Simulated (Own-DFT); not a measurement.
Simulation results for TiSi₂ (C49 TiSi2 crystal, atoms displaced)

A calculation, not a measurement: plane-wave density functional theory by an unreviewed code, no spin, of a simulated periodic cell, stress positive in tension, run twice, with PBE and with PBEsol, both on files made for PBE, so the change isn't that of files made for PBEsol, forces on such cells moved up to 12 meV/angstrom on a denser k mesh; the far tail of each file's local potential was reset to the Coulomb form; each entry is a single point on an unrelaxed cell, so the pressure reflects the starting lattice, taken from the Materials Project, from which strain is counted, and rises with the displacements; printed positions are rounded, which can move forces by about a meV/angstrom; the program, named Own-DFT, is a retired in-house code; no spin-orbit coupling; stress was not checked against mesh or cutoff. Program: Own-DFT development build.

Common to all runs: functional PBE, then PBEsol; potential files PseudoDojo norm-conserving, scalar-relativistic, standard set; wave cutoff 42 hartree; occupations cold (Marzari-Vanderbilt); smearing width 0.2 eV; k mesh 4 x 4 x 4 centred on Gamma.

```yaml
- entry: 1
  formula: TiSi2
  kind: "C49 TiSi2 crystal, atoms displaced"
  structure:
    cell_angstrom:
      - [5.2953, -6.7593, 3.5652]
      - [7.0604, 0.0, -7.1303]
      - [5.2953, 6.7593, 3.5652]
    atoms_fractional:
      - [Ti, 0.94844, 0.92933, 0.15128]
      - [Ti, 0.84842, 0.87548, 0.64914]
      - [Si, 0.61033, 0.92566, 0.49096]
      - [Si, 0.19161, 0.87432, 0.31047]
      - [Si, 0.89855, 0.02338, 0.40065]
      - [Si, 0.89946, 0.77826, 0.40233]
      - [Ti, 0.94782, 0.42194, 0.1574]
      - [Ti, 0.85064, 0.37341, 0.64449]
      - [Si, 0.60706, 0.42355, 0.49289]
      - [Si, 0.19189, 0.37776, 0.31064]
      - [Si, 0.89546, 0.52386, 0.40115]
      - [Si, 0.90039, 0.27192, 0.4023]
      - [Ti, 0.74715, 0.72349, 0.95452]
      - [Ti, 0.65421, 0.67451, 0.44642]
      - [Si, 0.40661, 0.72334, 0.29533]
      - [Si, 0.99448, 0.67339, 0.10967]
      - [Si, 0.70183, 0.8244, 0.19715]
      - [Si, 0.70067, 0.57604, 0.19803]
      - [Ti, 0.54672, 0.02895, 0.75167]
      - [Ti, 0.45471, 0.97306, 0.24697]
      - [Si, 0.21066, 0.02763, 0.09323]
      - [Si, 0.79391, 0.9751, 0.90794]
      - [Si, 0.50047, 0.12698, 0.00252]
      - [Si, 0.49943, 0.87556, 0.00105]
      - [Ti, 0.74666, 0.22617, 0.9532]
      - [Ti, 0.65495, 0.17315, 0.44688]
      - [Si, 0.40902, 0.22436, 0.29022]
      - [Si, 0.99451, 0.17506, 0.10914]
      - [Si, 0.70004, 0.32709, 0.19963]
      - [Si, 0.69898, 0.07652, 0.20221]
      - [Ti, 0.5477, 0.5275, 0.75069]
      - [Ti, 0.45135, 0.47566, 0.24794]
      - [Si, 0.20763, 0.52538, 0.09046]
      - [Si, 0.79291, 0.47707, 0.90664]
      - [Si, 0.50138, 0.62554, 0.00262]
      - [Si, 0.49991, 0.37622, 0.99941]
      - [Ti, 0.34755, 0.82464, 0.55484]
      - [Ti, 0.25593, 0.77022, 0.04304]
      - [Si, 0.01003, 0.82558, 0.8961]
      - [Si, 0.59327, 0.77336, 0.708]
      - [Si, 0.29622, 0.92669, 0.80327]
      - [Si, 0.30002, 0.67613, 0.79876]
      - [Ti, 0.34546, 0.32259, 0.55128]
      - [Ti, 0.25593, 0.27493, 0.04636]
      - [Si, 0.01002, 0.32571, 0.89204]
      - [Si, 0.59361, 0.27175, 0.70732]
      - [Si, 0.30158, 0.42512, 0.79955]
      - [Si, 0.29931, 0.1748, 0.79776]
      - [Ti, 0.14606, 0.62481, 0.35613]
      - [Ti, 0.05083, 0.57378, 0.85085]
      - [Si, 0.80718, 0.62536, 0.69122]
      - [Si, 0.39013, 0.57484, 0.51055]
      - [Si, 0.10169, 0.72437, 0.60284]
      - [Si, 0.10226, 0.47462, 0.59813]
      - [Ti, 0.14494, 0.12342, 0.3543]
      - [Ti, 0.05538, 0.07991, 0.84632]
      - [Si, 0.80985, 0.12513, 0.69293]
      - [Si, 0.39099, 0.07449, 0.51239]
      - [Si, 0.09802, 0.22667, 0.60277]
      - [Si, 0.10132, 0.97604, 0.60046]
  results:
    "PBE_pressure [GPa]": 1.99
    "PBE_stress_xx [GPa]": -1.82
    "PBE_stress_yy [GPa]": -1.93
    "PBE_stress_zz [GPa]": -2.24
    "PBE_stress_yz [GPa]": 0.08
    "PBE_stress_xz [GPa]": -0.02
    "PBE_stress_xy [GPa]": 0.01
    "PBEsol_pressure [GPa]": -1.33
    "PBEsol_stress_xx [GPa]": 1.6
    "PBEsol_stress_yy [GPa]": 1.64
    "PBEsol_stress_zz [GPa]": 0.74
    "PBEsol_stress_yz [GPa]": 0.09
    "PBEsol_stress_xz [GPa]": -0.03
    "PBEsol_stress_xy [GPa]": 0.01
    force_element: [Ti, Ti, Si, Si, Si, Si, Ti, Ti, Si, Si, Si, Si, Ti, Ti, Si, Si, Si, Si, Ti, Ti, Si, Si, Si, Si, Ti, Ti, Si, Si, Si, Si, Ti, Ti, Si, Si, Si, Si, Ti, Ti, Si, Si, Si, Si, Ti, Ti, Si, Si, Si, Si, Ti, Ti, Si, Si, Si, Si, Ti, Ti, Si, Si, Si, Si]
    "PBE_force_x [eV/angstrom]": [-0.229, 0.34, -0.195, -0.074, 0.189, -0.3, -0.033, 0.574, -0.07, -0.38, 0.225, 0.014, 0.184, -0.059, -0.018, 0.014, 0.233, 0.042, -0.243, 0.1, -0.369, -0.04, -0.241, -0.021, 0.109, 0.048, 0.076, -0.061, -0.042, -0.132, -0.186, -0.022, 0.007, -0.133, -0.265, 0.081, -0.004, 0.77, -0.247, 0.219, 0.017, 0.031, 0.514, 0.027, -0.056, 0.248, -0.054, 0.324, 0.0, 0.018, 0.041, -0.074, -0.135, -0.029, 0.381, -0.405, -0.107, -0.29, -0.169, -0.144]
    "PBE_force_y [eV/angstrom]": [0.242, -0.49, 0.073, 0.02, -0.048, -0.157, -0.237, 0.135, -0.213, 0.001, -0.22, -0.106, -0.247, 0.155, -0.382, 0.441, 0.209, 0.148, 0.239, 0.168, -0.178, 0.343, -0.163, -0.233, -0.059, 0.273, 0.102, 0.25, 0.118, -0.281, 0.252, -0.208, -0.174, 0.289, -0.115, -0.095, -0.003, 0.696, -0.297, 0.33, -0.383, 0.001, -0.007, 0.256, -0.047, 0.351, 0.087, -0.044, -0.111, -0.594, -0.393, 0.089, 0.202, 0.338, -0.199, 0.377, -0.279, -0.136, -0.219, 0.134]
    "PBE_force_z [eV/angstrom]": [0.492, 0.307, -0.008, -0.169, -0.024, 0.226, -0.424, 0.105, -0.208, 0.234, 0.072, -0.211, -0.202, -0.159, -0.186, -0.269, -0.018, 0.166, 0.659, -0.069, 0.376, -0.111, 0.018, -0.068, 0.116, -0.236, 0.125, -0.294, 0.152, 0.021, 0.425, 0.108, 0.434, 0.388, -0.113, 0.0, -0.106, -0.289, -0.242, -0.44, 0.136, 0.237, -0.009, -0.21, -0.138, -0.471, -0.062, 0.092, -0.174, -0.225, 0.181, 0.14, -0.207, -0.092, -0.015, 0.379, 0.048, -0.174, -0.015, 0.002]
    "PBEsol_force_x [eV/angstrom]": [-0.226, 0.332, -0.191, -0.071, 0.194, -0.306, -0.033, 0.566, -0.068, -0.373, 0.226, 0.013, 0.181, -0.057, -0.018, 0.011, 0.233, 0.044, -0.24, 0.1, -0.363, -0.041, -0.244, -0.021, 0.107, 0.05, 0.075, -0.061, -0.04, -0.131, -0.183, -0.023, 0.006, -0.129, -0.267, 0.08, -0.01, 0.761, -0.243, 0.216, 0.016, 0.042, 0.511, 0.024, -0.056, 0.244, -0.055, 0.326, 0.003, 0.022, 0.039, -0.074, -0.139, -0.031, 0.375, -0.4, -0.106, -0.284, -0.17, -0.143]
    "PBEsol_force_y [eV/angstrom]": [0.226, -0.47, 0.023, 0.075, -0.047, -0.154, -0.251, 0.15, -0.266, 0.052, -0.215, -0.106, -0.26, 0.172, -0.437, 0.493, 0.207, 0.144, 0.216, 0.178, -0.228, 0.396, -0.16, -0.229, -0.074, 0.286, 0.054, 0.304, 0.116, -0.278, 0.231, -0.191, -0.23, 0.34, -0.11, -0.094, -0.015, 0.703, -0.349, 0.38, -0.374, 0.0, -0.02, 0.267, -0.098, 0.403, 0.087, -0.044, -0.128, -0.571, -0.445, 0.141, 0.198, 0.329, -0.211, 0.386, -0.332, -0.086, -0.213, 0.128]
    "PBEsol_force_z [eV/angstrom]": [0.489, 0.301, -0.01, -0.172, -0.03, 0.234, -0.426, 0.108, -0.209, 0.234, 0.072, -0.212, -0.198, -0.156, -0.184, -0.267, -0.019, 0.166, 0.651, -0.071, 0.374, -0.113, 0.015, -0.067, 0.117, -0.229, 0.124, -0.293, 0.155, 0.023, 0.421, 0.104, 0.435, 0.387, -0.12, 0.002, -0.104, -0.287, -0.238, -0.441, 0.14, 0.24, -0.01, -0.21, -0.135, -0.466, -0.059, 0.093, -0.167, -0.222, 0.179, 0.141, -0.209, -0.096, -0.016, 0.376, 0.045, -0.174, -0.012, -0.003]
    "rms_change_of_force_components_from_PBE_to_PBEsol [eV/angstrom]": 0.018
- entry: 2
  formula: TiSi2
  kind: "C49 TiSi2 crystal, atoms displaced"
  structure:
    cell_angstrom:
      - [5.2953, -6.7593, 3.5652]
      - [7.0604, 0.0, -7.1303]
      - [5.2953, 6.7593, 3.5652]
    atoms_fractional:
      - [Ti, 0.94307, 0.92902, 0.15155]
      - [Ti, 0.85715, 0.87298, 0.64554]
      - [Si, 0.60781, 0.92651, 0.49112]
      - [Si, 0.19217, 0.87551, 0.30739]
      - [Si, 0.89851, 0.02412, 0.40206]
      - [Si, 0.90079, 0.77489, 0.40152]
      - [Ti, 0.94604, 0.42605, 0.15325]
      - [Ti, 0.85426, 0.3778, 0.64684]
      - [Si, 0.60944, 0.42233, 0.49365]
      - [Si, 0.19135, 0.37336, 0.30778]
      - [Si, 0.89638, 0.52416, 0.39958]
      - [Si, 0.89728, 0.27658, 0.39933]
      - [Ti, 0.74615, 0.72201, 0.95102]
      - [Ti, 0.64893, 0.67549, 0.44313]
      - [Si, 0.4105, 0.71984, 0.2889]
      - [Si, 0.99468, 0.67765, 0.10804]
      - [Si, 0.69949, 0.82257, 0.19742]
      - [Si, 0.70073, 0.57235, 0.19942]
      - [Ti, 0.54301, 0.02557, 0.75358]
      - [Ti, 0.45185, 0.97176, 0.24616]
      - [Si, 0.21172, 0.02516, 0.09418]
      - [Si, 0.79267, 0.97168, 0.912]
      - [Si, 0.50074, 0.12611, 0.99867]
      - [Si, 0.49803, 0.87236, 0.00096]
      - [Ti, 0.74454, 0.2251, 0.95369]
      - [Ti, 0.65446, 0.17192, 0.44653]
      - [Si, 0.40929, 0.22589, 0.29234]
      - [Si, 0.98946, 0.17336, 0.11475]
      - [Si, 0.69659, 0.32415, 0.19969]
      - [Si, 0.69431, 0.07767, 0.2038]
      - [Ti, 0.54539, 0.52447, 0.7545]
      - [Ti, 0.45326, 0.47459, 0.24634]
      - [Si, 0.20834, 0.52284, 0.08988]
      - [Si, 0.78885, 0.47494, 0.90719]
      - [Si, 0.50035, 0.623, 0.00197]
      - [Si, 0.5023, 0.37807, 0.99979]
      - [Ti, 0.34564, 0.82616, 0.55405]
      - [Ti, 0.25521, 0.7758, 0.04485]
      - [Si, 0.01032, 0.82421, 0.89206]
      - [Si, 0.59522, 0.77356, 0.70637]
      - [Si, 0.29827, 0.92653, 0.80058]
      - [Si, 0.29935, 0.67698, 0.79737]
      - [Ti, 0.34647, 0.32177, 0.55037]
      - [Ti, 0.2516, 0.27607, 0.04407]
      - [Si, 0.01064, 0.32662, 0.89076]
      - [Si, 0.58731, 0.27416, 0.70968]
      - [Si, 0.29894, 0.4257, 0.80174]
      - [Si, 0.29999, 0.17826, 0.80136]
      - [Ti, 0.14563, 0.62512, 0.35259]
      - [Ti, 0.05408, 0.57459, 0.84351]
      - [Si, 0.80877, 0.626, 0.6888]
      - [Si, 0.39267, 0.57763, 0.51131]
      - [Si, 0.09857, 0.72758, 0.59897]
      - [Si, 0.1005, 0.47621, 0.59562]
      - [Ti, 0.14609, 0.12407, 0.35528]
      - [Ti, 0.05611, 0.0747, 0.84667]
      - [Si, 0.80896, 0.12322, 0.69134]
      - [Si, 0.38949, 0.07391, 0.50689]
      - [Si, 0.09709, 0.22613, 0.60011]
      - [Si, 0.10111, 0.97539, 0.60122]
  results:
    "PBE_pressure [GPa]": 1.97
    "PBE_stress_xx [GPa]": -1.87
    "PBE_stress_yy [GPa]": -2.01
    "PBE_stress_zz [GPa]": -2.02
    "PBE_stress_yz [GPa]": 0.0
    "PBE_stress_xz [GPa]": -0.05
    "PBE_stress_xy [GPa]": -0.02
    "PBEsol_pressure [GPa]": -1.36
    "PBEsol_stress_xx [GPa]": 1.55
    "PBEsol_stress_yy [GPa]": 1.55
    "PBEsol_stress_zz [GPa]": 0.97
    "PBEsol_stress_yz [GPa]": 0.0
    "PBEsol_stress_xz [GPa]": -0.05
    "PBEsol_stress_xy [GPa]": -0.02
    force_element: [Ti, Ti, Si, Si, Si, Si, Ti, Ti, Si, Si, Si, Si, Ti, Ti, Si, Si, Si, Si, Ti, Ti, Si, Si, Si, Si, Ti, Ti, Si, Si, Si, Si, Ti, Ti, Si, Si, Si, Si, Ti, Ti, Si, Si, Si, Si, Ti, Ti, Si, Si, Si, Si, Ti, Ti, Si, Si, Si, Si, Ti, Ti, Si, Si, Si, Si]
    "PBE_force_x [eV/angstrom]": [0.084, 0.03, -0.17, -0.15, 0.003, -0.297, -0.123, -0.384, -0.056, 0.042, 0.228, -0.016, 0.406, 0.437, 0.156, -0.303, 0.234, 0.081, 0.09, 0.351, -0.313, -0.22, -0.102, 0.156, 0.065, 0.286, -0.342, -0.023, 0.202, -0.278, 0.029, -0.026, 0.209, 0.12, -0.054, -0.43, -0.037, -0.152, -0.044, -0.041, 0.069, 0.067, 0.484, 0.281, -0.278, 0.105, -0.097, -0.312, 0.071, 0.148, -0.074, -0.523, -0.051, 0.116, -0.013, 0.01, 0.174, 0.142, 0.071, -0.041]
    "PBE_force_y [eV/angstrom]": [-0.035, 0.62, -0.135, 0.149, -0.173, -0.131, -0.087, 0.201, -0.05, 0.161, -0.145, -0.099, 0.026, -0.031, 0.171, 0.255, 0.082, -0.003, -0.42, 0.023, -0.067, 0.001, 0.232, -0.307, -0.258, 0.397, -0.186, -0.318, -0.111, -0.479, -0.286, 0.177, -0.087, -0.087, -0.075, 0.162, -0.279, 0.467, -0.222, 0.395, -0.123, 0.025, 0.164, 0.166, 0.268, -0.071, -0.204, -0.127, -0.174, 0.297, -0.166, 0.068, -0.139, 0.099, -0.142, 0.479, 0.119, 0.151, -0.096, -0.041]
    "PBE_force_z [eV/angstrom]": [0.667, -0.289, 0.243, 0.244, -0.081, -0.207, 0.016, 0.244, -0.318, -0.191, -0.055, 0.21, 0.009, 0.407, -0.52, 0.09, -0.086, -0.163, 0.337, -0.022, -0.458, -0.626, 0.092, -0.175, 0.208, -0.316, 0.067, -0.52, 0.112, 0.299, -0.063, 0.161, -0.186, 0.251, -0.304, 0.088, 0.065, 0.157, -0.167, -0.352, 0.066, 0.168, -0.235, 0.384, 0.167, 0.193, -0.144, 0.055, 0.083, -0.067, 0.206, 0.126, 0.267, 0.132, -0.141, -0.15, -0.059, 0.092, 0.101, -0.115]
    "PBEsol_force_x [eV/angstrom]": [0.083, 0.027, -0.168, -0.146, 0.005, -0.298, -0.121, -0.38, -0.056, 0.041, 0.232, -0.019, 0.402, 0.432, 0.153, -0.298, 0.239, 0.079, 0.09, 0.347, -0.309, -0.215, -0.103, 0.153, 0.064, 0.28, -0.334, -0.024, 0.204, -0.278, 0.031, -0.026, 0.205, 0.117, -0.055, -0.434, -0.036, -0.149, -0.044, -0.042, 0.073, 0.069, 0.478, 0.278, -0.272, 0.102, -0.093, -0.318, 0.069, 0.147, -0.071, -0.513, -0.051, 0.117, -0.012, 0.008, 0.171, 0.139, 0.071, -0.041]
    "PBEsol_force_y [eV/angstrom]": [-0.053, 0.625, -0.188, 0.2, -0.168, -0.13, -0.097, 0.209, -0.102, 0.215, -0.142, -0.098, 0.012, -0.015, 0.119, 0.31, 0.083, -0.005, -0.432, 0.039, -0.122, 0.055, 0.227, -0.302, -0.262, 0.405, -0.236, -0.271, -0.108, -0.472, -0.299, 0.184, -0.139, -0.037, -0.073, 0.157, -0.29, 0.477, -0.28, 0.453, -0.12, 0.023, 0.145, 0.177, 0.219, -0.018, -0.197, -0.126, -0.186, 0.308, -0.219, 0.117, -0.135, 0.097, -0.157, 0.486, 0.069, 0.207, -0.094, -0.042]
    "PBEsol_force_z [eV/angstrom]": [0.665, -0.286, 0.239, 0.248, -0.083, -0.207, 0.016, 0.241, -0.32, -0.191, -0.054, 0.212, 0.01, 0.407, -0.52, 0.093, -0.087, -0.162, 0.33, -0.021, -0.462, -0.622, 0.092, -0.179, 0.205, -0.317, 0.067, -0.518, 0.112, 0.307, -0.061, 0.159, -0.183, 0.247, -0.309, 0.089, 0.064, 0.156, -0.171, -0.352, 0.065, 0.169, -0.231, 0.377, 0.17, 0.196, -0.146, 0.058, 0.083, -0.066, 0.214, 0.125, 0.267, 0.13, -0.138, -0.146, -0.06, 0.091, 0.104, -0.116]
    "rms_change_of_force_components_from_PBE_to_PBEsol [eV/angstrom]": 0.018
- entry: 3
  formula: TiSi2
  kind: "C49 TiSi2 crystal, atoms displaced"
  structure:
    cell_angstrom:
      - [5.2953, -6.7593, 3.5652]
      - [7.0604, 0.0, -7.1303]
      - [5.2953, 6.7593, 3.5652]
    atoms_fractional:
      - [Ti, 0.94992, 0.92116, 0.15404]
      - [Ti, 0.84975, 0.87587, 0.6447]
      - [Si, 0.60958, 0.92814, 0.49044]
      - [Si, 0.18743, 0.87737, 0.309]
      - [Si, 0.8986, 0.02744, 0.40009]
      - [Si, 0.8986, 0.77423, 0.39733]
      - [Ti, 0.943, 0.42627, 0.15129]
      - [Ti, 0.85179, 0.37127, 0.64764]
      - [Si, 0.61047, 0.42817, 0.49231]
      - [Si, 0.19181, 0.37367, 0.3084]
      - [Si, 0.89645, 0.52503, 0.40185]
      - [Si, 0.8966, 0.27543, 0.39828]
      - [Ti, 0.74697, 0.72615, 0.95571]
      - [Ti, 0.65145, 0.67572, 0.44572]
      - [Si, 0.4068, 0.72559, 0.29111]
      - [Si, 0.98906, 0.67698, 0.11019]
      - [Si, 0.6993, 0.82482, 0.20149]
      - [Si, 0.70055, 0.57518, 0.19648]
      - [Ti, 0.54698, 0.02542, 0.75434]
      - [Ti, 0.45374, 0.97156, 0.24536]
      - [Si, 0.20716, 0.02733, 0.09355]
      - [Si, 0.79099, 0.97847, 0.90829]
      - [Si, 0.49852, 0.12461, 0.99992]
      - [Si, 0.50065, 0.8771, 0.99583]
      - [Ti, 0.7477, 0.22346, 0.9532]
      - [Ti, 0.65467, 0.17526, 0.44484]
      - [Si, 0.41073, 0.22544, 0.29154]
      - [Si, 0.99364, 0.17415, 0.10592]
      - [Si, 0.69884, 0.3284, 0.20071]
      - [Si, 0.69905, 0.07516, 0.19607]
      - [Ti, 0.54849, 0.52304, 0.75481]
      - [Ti, 0.4528, 0.47231, 0.2444]
      - [Si, 0.2089, 0.52498, 0.08947]
      - [Si, 0.79186, 0.47329, 0.90905]
      - [Si, 0.49928, 0.62144, 0.99935]
      - [Si, 0.49887, 0.37199, 0.9976]
      - [Ti, 0.34728, 0.82721, 0.55149]
      - [Ti, 0.25395, 0.77567, 0.04776]
      - [Si, 0.00876, 0.82706, 0.89202]
      - [Si, 0.59124, 0.77941, 0.70889]
      - [Si, 0.29815, 0.92275, 0.80209]
      - [Si, 0.30194, 0.67377, 0.80093]
      - [Ti, 0.34612, 0.32463, 0.55024]
      - [Ti, 0.2522, 0.27515, 0.0439]
      - [Si, 0.00723, 0.32527, 0.89315]
      - [Si, 0.59174, 0.27475, 0.71094]
      - [Si, 0.29983, 0.42424, 0.80257]
      - [Si, 0.30253, 0.17496, 0.80027]
      - [Ti, 0.14721, 0.62581, 0.35188]
      - [Ti, 0.05529, 0.57798, 0.84583]
      - [Si, 0.80824, 0.6239, 0.69294]
      - [Si, 0.39034, 0.57475, 0.51092]
      - [Si, 0.10282, 0.72629, 0.5977]
      - [Si, 0.0977, 0.47407, 0.60362]
      - [Ti, 0.14618, 0.12567, 0.35686]
      - [Ti, 0.05083, 0.07474, 0.84736]
      - [Si, 0.80954, 0.12753, 0.69052]
      - [Si, 0.38917, 0.075, 0.50718]
      - [Si, 0.09468, 0.22483, 0.60172]
      - [Si, 0.09909, 0.97097, 0.6036]
  results:
    "PBE_pressure [GPa]": 1.89
    "PBE_stress_xx [GPa]": -1.86
    "PBE_stress_yy [GPa]": -1.68
    "PBE_stress_zz [GPa]": -2.13
    "PBE_stress_yz [GPa]": -0.02
    "PBE_stress_xz [GPa]": -0.05
    "PBE_stress_xy [GPa]": 0.08
    "PBEsol_pressure [GPa]": -1.43
    "PBEsol_stress_xx [GPa]": 1.56
    "PBEsol_stress_yy [GPa]": 1.89
    "PBEsol_stress_zz [GPa]": 0.86
    "PBEsol_stress_yz [GPa]": -0.02
    "PBEsol_stress_xz [GPa]": -0.05
    "PBEsol_stress_xy [GPa]": 0.08
    force_element: [Ti, Ti, Si, Si, Si, Si, Ti, Ti, Si, Si, Si, Si, Ti, Ti, Si, Si, Si, Si, Ti, Ti, Si, Si, Si, Si, Ti, Ti, Si, Si, Si, Si, Ti, Ti, Si, Si, Si, Si, Ti, Ti, Si, Si, Si, Si, Ti, Ti, Si, Si, Si, Si, Ti, Ti, Si, Si, Si, Si, Ti, Ti, Si, Si, Si, Si]
    "PBE_force_x [eV/angstrom]": [0.086, 0.355, -0.314, 0.141, -0.177, 0.261, 0.366, 0.504, -0.462, -0.08, 0.06, 0.205, -0.297, 0.218, -0.097, -0.178, -0.118, 0.106, -0.084, 0.379, -0.154, -0.19, 0.01, -0.04, 0.151, 0.089, -0.381, 0.113, -0.37, 0.22, 0.054, 0.445, 0.041, 0.076, 0.298, 0.305, -0.074, -0.158, -0.201, -0.307, 0.138, -0.056, 0.316, 0.277, -0.013, -0.242, -0.197, -0.382, -0.109, -0.281, 0.006, -0.034, -0.245, -0.056, -0.294, 0.265, -0.381, 0.249, 0.115, 0.12]
    "PBE_force_y [eV/angstrom]": [0.229, -0.072, -0.046, -0.046, -0.08, 0.092, -0.199, -0.009, 0.034, 0.092, -0.209, -0.176, -0.333, 0.091, -0.011, -0.15, -0.092, 0.286, -0.164, 0.161, -0.383, 0.06, -0.008, 0.238, 0.1, 0.362, -0.087, 0.583, -0.109, 0.044, -0.085, 0.223, 0.134, 0.203, 0.034, -0.015, 0.166, -0.03, -0.043, 0.032, -0.146, -0.089, 0.286, 0.253, -0.377, -0.01, -0.215, 0.055, 0.185, 0.295, -0.103, -0.027, 0.268, -0.352, -0.221, -0.134, -0.058, 0.056, -0.308, -0.175]
    "PBE_force_z [eV/angstrom]": [-0.73, 0.331, 0.061, 0.415, 0.202, 0.102, 0.393, -0.403, 0.129, -0.34, 0.064, 0.119, -0.126, 0.008, 0.21, 0.352, -0.107, -0.066, -0.29, -0.37, 0.313, 0.385, 0.111, 0.367, -0.201, -0.147, 0.036, -0.015, 0.152, 0.181, -0.348, -0.183, -0.062, -0.287, -0.13, 0.062, 0.205, -0.05, 0.034, 0.42, -0.181, -0.158, 0.151, 0.192, -0.146, -0.25, -0.208, -0.185, 0.164, 0.097, -0.209, -0.107, 0.085, -0.098, -0.172, 0.079, 0.251, 0.125, 0.18, -0.408]
    "PBEsol_force_x [eV/angstrom]": [0.083, 0.355, -0.31, 0.139, -0.177, 0.266, 0.359, 0.499, -0.456, -0.078, 0.058, 0.207, -0.295, 0.218, -0.096, -0.175, -0.124, 0.11, -0.082, 0.378, -0.154, -0.186, 0.009, -0.039, 0.148, 0.09, -0.373, 0.109, -0.374, 0.225, 0.052, 0.438, 0.041, 0.073, 0.3, 0.309, -0.075, -0.16, -0.197, -0.301, 0.14, -0.06, 0.311, 0.275, -0.014, -0.237, -0.197, -0.384, -0.106, -0.28, 0.005, -0.034, -0.249, -0.053, -0.294, 0.263, -0.375, 0.243, 0.11, 0.123]
    "PBEsol_force_y [eV/angstrom]": [0.21, -0.055, -0.098, 0.004, -0.076, 0.089, -0.209, 0.005, -0.016, 0.143, -0.205, -0.174, -0.345, 0.101, -0.06, -0.101, -0.088, 0.278, -0.174, 0.173, -0.439, 0.11, -0.007, 0.233, 0.08, 0.369, -0.138, 0.638, -0.106, 0.043, -0.097, 0.234, 0.084, 0.26, 0.035, -0.016, 0.154, -0.015, -0.092, 0.08, -0.142, -0.087, 0.267, 0.26, -0.431, 0.039, -0.208, 0.053, 0.169, 0.305, -0.153, 0.022, 0.264, -0.347, -0.236, -0.113, -0.11, 0.111, -0.302, -0.175]
    "PBEsol_force_z [eV/angstrom]": [-0.724, 0.327, 0.061, 0.416, 0.205, 0.1, 0.387, -0.399, 0.132, -0.336, 0.064, 0.121, -0.122, 0.006, 0.206, 0.349, -0.109, -0.068, -0.285, -0.367, 0.319, 0.382, 0.111, 0.373, -0.204, -0.144, 0.034, -0.019, 0.152, 0.179, -0.342, -0.18, -0.064, -0.285, -0.13, 0.063, 0.2, -0.053, 0.037, 0.417, -0.182, -0.159, 0.151, 0.19, -0.145, -0.249, -0.21, -0.185, 0.157, 0.101, -0.211, -0.107, 0.089, -0.1, -0.168, 0.077, 0.249, 0.125, 0.182, -0.416]
    "rms_change_of_force_components_from_PBE_to_PBEsol [eV/angstrom]": 0.018
```
